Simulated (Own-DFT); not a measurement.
# PBE against PBEsol on the same cells

These are calculations, not measurements. The program, named Own-DFT, is a retired in-house plane-wave density functional code that no person has reviewed. Each row is one single-point run on a periodic cell that was not relaxed, without spin or spin-orbit coupling.

Known limits, some of them of some rows only: forces on such cells failed a check on a denser k mesh; forces on such cells moved up to 12 meV/angstrom on a denser k mesh; forces on such cells passed a denser k mesh, each cell not checked; stress not checked against mesh or cutoff.

Each cell was run twice at the same cutoff, k mesh and smearing, with PBE and with PBEsol, on PseudoDojo norm-conserving files made for PBE. Atoms were moved at random from their sites; u is the rms move along one axis. Files made for PBEsol would give a somewhat different change.

```
                                   cell  atoms  volume (Å³/atom)  u (Å)  cutoff (hartree)  P with PBE (GPa)  P with PBEsol (GPa)  change (GPa)
C11b WSi2 with one Si vacancy (Si19W10)     29             13.90  0.031                50              3.65                -0.35         -3.99
C11b WSi2 with one Si vacancy (Si19W10)     29             13.90  0.077                50              7.41                 3.40         -4.01
C11b WSi2 with one Si vacancy (Si19W10)     29             13.90  0.031                50              3.31                -0.68         -3.99
                   C40 NbSi2 (Nb12Si24)     36             15.34  0.049                42             -5.10                -8.56         -3.46
                   C40 NbSi2 (Nb12Si24)     36             14.44  0.047                42              5.35                 1.63         -3.71
                   C40 NbSi2 (Nb12Si24)     36             14.48  0.044                42              4.93                 1.23         -3.70
                 D0_22 TiAl3 (Al30Ti10)     40             15.63  0.049                42              2.60                 0.69         -1.91
                 D0_22 TiAl3 (Al30Ti10)     40             15.63  0.023                42              2.03                 0.13         -1.90
                 D0_22 TiAl3 (Al30Ti10)     40             15.22  0.053                42              6.16                    ?             ?
                   beta-Si3N4 (N24Si18)     42             10.41  0.022                42              5.63                 3.22         -2.41
                   beta-Si3N4 (N24Si18)     42             10.69  0.049                42              1.66                -0.71         -2.37
                   beta-Si3N4 (N64Si48)    112             10.41  0.019                42              5.52                 3.11         -2.41
```

## Worked reading

Mean change of pressure by composition, in GPa: Si19W10, -4.00; NbSi2, -3.63; N4Si3, -2.40; Al3Ti, -1.91. At a fixed cell PBEsol gives the lower pressure, because it favours a smaller volume than PBE. Here the change varies more between materials than between cells of one material.

## Withheld value

Question: what PBEsol pressure should the Al30Ti10 cell with the blank give?

Adding the mean change of the cells with its composition, -1.91 GPa, to 6.16 gives 4.3 GPa. The calculation gave 4.19 GPa.
